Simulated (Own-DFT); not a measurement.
# What a defect does to the pressure of its cell: C40 NbSi2

No measurement is shown. These are fixed-geometry runs of a retired plane-wave code named Own-DFT, which no person has reviewed; spin and spin-orbit coupling are neglected.

Settings: PBE; PseudoDojo norm-conserving scalar-relativistic files; cutoff 42 hartree; 4 x 4 x 5 k mesh centred on Gamma; cold (Marzari-Vanderbilt) smearing of 0.2 eV.

Known weak points: forces on such cells failed a check on a denser k mesh; stress not checked against mesh or cutoff.

All runs share one cell, with vectors in Å (0.000, 8.324, 0.000); (-9.613, 0.000, 0.000); (0.000, 0.000, 6.586) and a volume of 527.0 Å³. Atoms were moved at random from their sites; u is the rms move along one axis. The defect's site can differ from row to row.

| cell | formula | u (Å) | P (GPa) |
|---|---|---|---|
| no defect | Nb12Si24 | 0.0185 | 1.49 |
| no defect | Nb12Si24 | 0.0198 | 1.51 |
| no defect | Nb12Si24 | 0.0507 | 2.62 |
| two Si on a Nb site each | Nb10Si26 | 0.0319 | 1.84 |
| two Si on a Nb site each | Nb10Si26 | 0.0344 | ? |
| two Si on a Nb site each | Nb10Si26 | 0.0522 | 2.57 |
| two Si on a Nb site each | Nb10Si26 | 0.0535 | 2.57 |
| one Si vacancy | Nb12Si23 | 0.0288 | 1.10 |
| one Si vacancy | Nb12Si23 | 0.0294 | 1.00 |
| one Si vacancy | Nb12Si23 | 0.0501 | 1.80 |
| two Nb on a Si site each | Nb14Si22 | 0.0252 | 7.40 |
| two Nb on a Si site each | Nb14Si22 | 0.0333 | 7.73 |
| two Nb on a Si site each | Nb14Si22 | 0.0513 | 8.45 |
| two Nb vacancies | Nb10Si24 | 0.0313 | 0.30 |
| two Nb vacancies | Nb10Si24 | 0.0342 | -0.01 |
| two Nb vacancies | Nb10Si24 | 0.0550 | 1.12 |

## Fit

P = P0 + c u² + a shift for each defect gives P0 = 1.34 GPa, c = 478 ± 32 GPa/Å² and a scatter of 0.11 GPa. The shifts, and each times the cell's volume:

- two Nb on a Si site each: 5.82 ± 0.09 GPa, 19.1 eV (9.6 eV for each of its 2 sites)
- two Si on a Nb site each: -0.07 ± 0.10 GPa, -0.2 eV (-0.1 eV for each of its 2 sites) (not resolved)
- one Si vacancy: -0.71 ± 0.09 GPa, -2.3 eV
- two Nb vacancies: -1.70 ± 0.09 GPa, -5.6 eV (-2.8 eV for each of its 2 sites)

Against the defect-free cell, a freed cell would be larger where the shift is positive and smaller where it is negative (160.2 GPa Å³ is 1 eV). The atoms around the defects weren't relaxed, which would change these numbers.

## Prediction

Asked: what pressure belongs in the blank (two Si on a Nb site each, u = 0.0344 Å)?

From the fit: 1.84 ± 0.13 GPa. DFT gave 2.01 GPa.
